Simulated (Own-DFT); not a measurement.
# Misfit strain and the stress it brings: wurtzite AlGaN with randomly placed atoms, 72 atoms (Al27Ga9N36)

Everything here is calculated. The program is Own-DFT (plane waves, in-house, since retired, never reviewed by a person); positions were held fixed, and spin and spin-orbit coupling were off.

Method: PBE; PseudoDojo norm-conserving scalar-relativistic files; cutoff 42 hartree; 4 x 4 x 3 k mesh centred on Gamma; Fermi-Dirac smearing of 0.1 eV.

Caveats: forces on such cells passed a denser k mesh, each cell not checked; stress not checked against mesh or cutoff.

Unstrained cell vectors in Å: (9.394, 0.000, 0.000); (-4.697, 8.135, 0.000); (0.000, 0.000, 10.066). The unstrained cell has measured lattice constants (interpolated for alloys), not those of this functional. That, the random moves and any unrelaxed bonds set the pressure at no strain. Each run strains x and y alike by e, as a substrate would, and holds the height along z. Each coordinate of each atom was shifted by a normal deviate of width 0.05 Å. The random placing of the alloy's atoms differs from row to row. Stress is positive in tension.

```
e (%)  u (Å)  (s_xx + s_yy)/2 (GPa)  s_zz (GPa)
-2.75  0.052                 -25.85       -9.59
-2.25  0.046                 -21.26       -8.88
-1.75  0.052                 -17.20       -9.48
-1.25  0.048                 -13.19      -10.01
-1.00  0.051                      ?           ?
 0.25  0.048                  -3.55       -7.64
 0.75  0.051                  -2.48       -6.18
 1.00  0.047                  -1.80       -4.14
 1.75  0.050                   3.44       -4.09
 2.00  0.048                   3.84       -4.09
```

## Worked fit

With e as a fraction, the in-plane stress is -5.7 + 574 e - 5253 e² GPa (errors 19 and 1386, scatter 0.80), and s_zz is -6.8 + 132 e GPa (slope ± 21, scatter 1.04). At e = 0 the first slope is C11 + C12 and the second 2 C13, both with the ions held to the strained lattice and at the cell's own pressure. The term in e² is negative: the layer stiffens under compression and softens under tension. A free layer would change its height as e changes, and the in-plane slope would drop by 2 C13²/C33 to the biaxial modulus. At fixed height, a misfit of 1 % moves the in-plane stress by about 5.7 GPa and s_zz by 1.3 GPa.

## Check

Asked: what are the two stresses at e = -1.00 %?

From the fit: -12.0 and -8.1 GPa. The run itself gave -12.92 and -6.19 GPa.
